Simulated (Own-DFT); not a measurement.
# Strain and stress in wurtzite AlGaN with randomly placed atoms, 72 atoms (Al27Ga9N36)

These are calculations, not measurements. They come from Own-DFT, an in-house plane-wave density functional program, since retired, whose code no person has reviewed. Each row is one single-point run on a periodic cell that was not relaxed, without spin or spin-orbit coupling.

Settings of every run: PBE; PseudoDojo norm-conserving scalar-relativistic files; cutoff 42 hartree; 4 x 4 x 3 k mesh centred on Gamma; Fermi-Dirac smearing of 0.1 eV.

Known limits: forces on such cells passed a denser k mesh, each cell not checked; stress not checked against mesh or cutoff.

Unstrained cell vectors in Å: (9.394, 0.000, 0.000); (-4.697, 8.135, 0.000); (0.000, 0.000, 10.066). The unstrained cell has measured lattice constants (interpolated for alloys), not those of this functional. That, the random moves and any unrelaxed bonds set the pressure at no strain. Each run strains this cell uniformly, with the atoms carried along. Every atom was also moved at random, by a Gaussian of width 0.05 Å on each axis. The random placing of the alloy's atoms differs from row to row. Strain is the symmetric tensor, in per cent. Stress is positive in tension, and the pressure is minus a third of its trace.

```
run,e_xx (%),e_yy (%),e_zz (%),s_xx (GPa),s_yy (GPa),s_zz (GPa),P (GPa),E (meV/atom)
1,1.25,1.25,0.00,-0.30,-0.16,-6.01,2.16,25.1
2,2.00,2.00,0.00,4.06,4.86,-4.81,-1.37,8.5
3,-1.75,-1.75,0.00,-14.22,-17.96,-10.98,14.39,36.9
4,-3.00,-3.00,0.00,-27.50,-27.05,-9.41,21.32,71.7
5,1.00,1.00,0.00,-2.39,-1.22,-4.14,2.58,10.3
6,-0.25,-0.25,0.00,-5.42,-7.81,-9.32,7.52,15.0
7,0.75,0.75,0.00,-3.09,-1.45,-4.75,3.10,0.0
8,-2.75,-2.75,0.00,-23.73,-23.43,-13.72,20.29,82.2
9,-1.50,-1.50,0.00,?,?,?,?,?
```

E is the free energy for each atom above the lowest run shown.

## Worked fit

The change of volume is close to e_xx + e_yy + e_zz. A straight line through the runs shown gives P = 7.25 - 229 x (fractional change of volume) GPa, with an error of 7 on the slope and a scatter of 0.76 GPa. The strain isn't the same on all axes and the cell isn't cubic, so the slope belongs to this path and is not the bulk modulus.

## Withheld run

Question: what pressure should run 9 give? Its volume changes by -2.98 %.

The line gives 14.1 GPa. The calculation gave 13.88 GPa.
